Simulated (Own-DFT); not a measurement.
# Point defects and the pressure they add: zincblende GaAs

Source: density functional calculations with Own-DFT, an unreviewed in-house program that is no longer used. Nothing was measured or relaxed, and spin and spin-orbit coupling are left out.

All runs used: PBE; PseudoDojo norm-conserving scalar-relativistic files; cutoff 42 hartree; 3 x 3 x 3 k mesh centred on Gamma; Fermi-Dirac smearing of 0.1 eV.

Keep in mind (not all hold for every row): not probed for a lower state with spin; forces not confirmed at this smearing and k mesh; stress not checked against mesh or cutoff.

All runs share one cell, with vectors in Å (11.737, 0.000, 0.000); (0.000, 11.737, 0.000); (0.000, 0.000, 10.833) and a volume of 1492.4 Å³, strained against the parent crystal. Atoms were moved at random from their sites; u is the rms move along one axis. The defect's site can differ from row to row.

| cell | formula | u (Å) | P (GPa) |
|---|---|---|---|
| no defect | As32Ga32 | 0.0304 | 1.31 |
| no defect | As32Ga32 | 0.0316 | 1.26 |
| no defect | As32Ga32 | 0.0526 | 1.56 |
| one As vacancy and one Ga vacancy | As31Ga31 | 0.0334 | 0.99 |
| one As vacancy and one Ga vacancy | As31Ga31 | 0.0511 | 1.28 |
| one As vacancy and one Ga vacancy | As31Ga31 | 0.0515 | 1.17 |
| one Al on a Ga site | AlAs32Ga31 | 0.0290 | ? |
| one Al on a Ga site | AlAs32Ga31 | 0.0294 | 1.24 |
| one Al on a Ga site | AlAs32Ga31 | 0.0494 | 1.53 |
| one Al on a Ga site | AlAs32Ga31 | 0.0496 | 1.54 |

## Worked fit

P = P0 + c u² + a shift for each defect gives P0 = 1.12 GPa, c = 166 ± 19 GPa/Å² and a scatter of 0.04 GPa. The shifts, and each times the cell's volume:

- one Al on a Ga site: 0.00 ± 0.04 GPa, 0.0 eV (not resolved)
- one As vacancy and one Ga vacancy: -0.33 ± 0.04 GPa, -3.0 eV

Against the defect-free cell, a freed cell would be larger where the shift is positive and smaller where it is negative (160.2 GPa Å³ is 1 eV). The atoms around the defects weren't relaxed, which would change these numbers.

## The run left out

Q: what pressure belongs in the blank (one Al on a Ga site, u = 0.0290 Å)?

Estimate: 1.26 ± 0.06 GPa. Computed: 1.20 GPa.
